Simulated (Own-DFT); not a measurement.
# Shaking the atoms of beta-Si3N4, 112 atoms (N64Si48)

Calculated results; nothing here was measured. The program, named Own-DFT, is a retired in-house plane-wave density functional code that no person has reviewed. Each row is one single-point run on a periodic cell that was not relaxed, without spin or spin-orbit coupling.

Settings of every run: PBE; PseudoDojo norm-conserving scalar-relativistic files; cutoff 42 hartree; 2 x 2 x 4 k mesh centred on Gamma; Fermi-Dirac smearing of 0.1 eV.

Known limits, some of them of some rows only: some atoms lie very close together; forces on such cells moved up to 12 meV/angstrom on a denser k mesh; stress not checked against mesh or cutoff.

Cell vectors in Å: (15.212, 0.000, 0.000); (-7.606, 13.174, 0.000); (0.000, 0.000, 5.818). In each run every atom was moved at random and independently from its ideal site; u is the rms move along one axis. E is the free energy for each atom above the fitted value at u = 0, and F the rms of the force components.

```
run   u (Å)  E (meV/atom)  F (eV/Å)  largest force (eV/Å)  P (GPa)
  1  0.0185          16.8     0.828                  3.53     5.53
  2  0.0194          18.2     0.847                  3.06     5.47
  3  0.0490         110.8     2.017                  8.78     8.04
  4  0.0507             ?         ?                     ?        ?
  5  0.1007         544.9     5.780                 35.16    20.08
  6  0.1014         455.5     4.460                 26.13    16.94
  7  0.1368         887.8     7.448                 46.23    27.19
```

## Worked fit

For small independent moves the energy grows as E = (3/2) K u², with K the mean stiffness felt by one atom. The runs with u up to 0.11 Å give K = 32.2 ± 1.8 eV/Å², with residuals divided by u² + 0.0006 Å², since the noise grows with the moves. The scatter is 11.9 meV/atom at u = 0.05 Å. The forces follow F = G u with G = 46.6 eV/Å²; no force at u = 0 is resolved. G exceeds K because the moves of its neighbours add to the force on an atom, and stiffness differs between atoms. The pressure follows P = 4.99 + 1322 u² GPa: at fixed volume, shortened bonds push harder than stretched ones pull.

## Withheld run

Question: what energy and rms force should run 4 give?

The fit gives 124 ± 14 meV/atom and about 2.36 eV/Å. The calculation gave 122.7 meV/atom and 2.145 eV/Å.
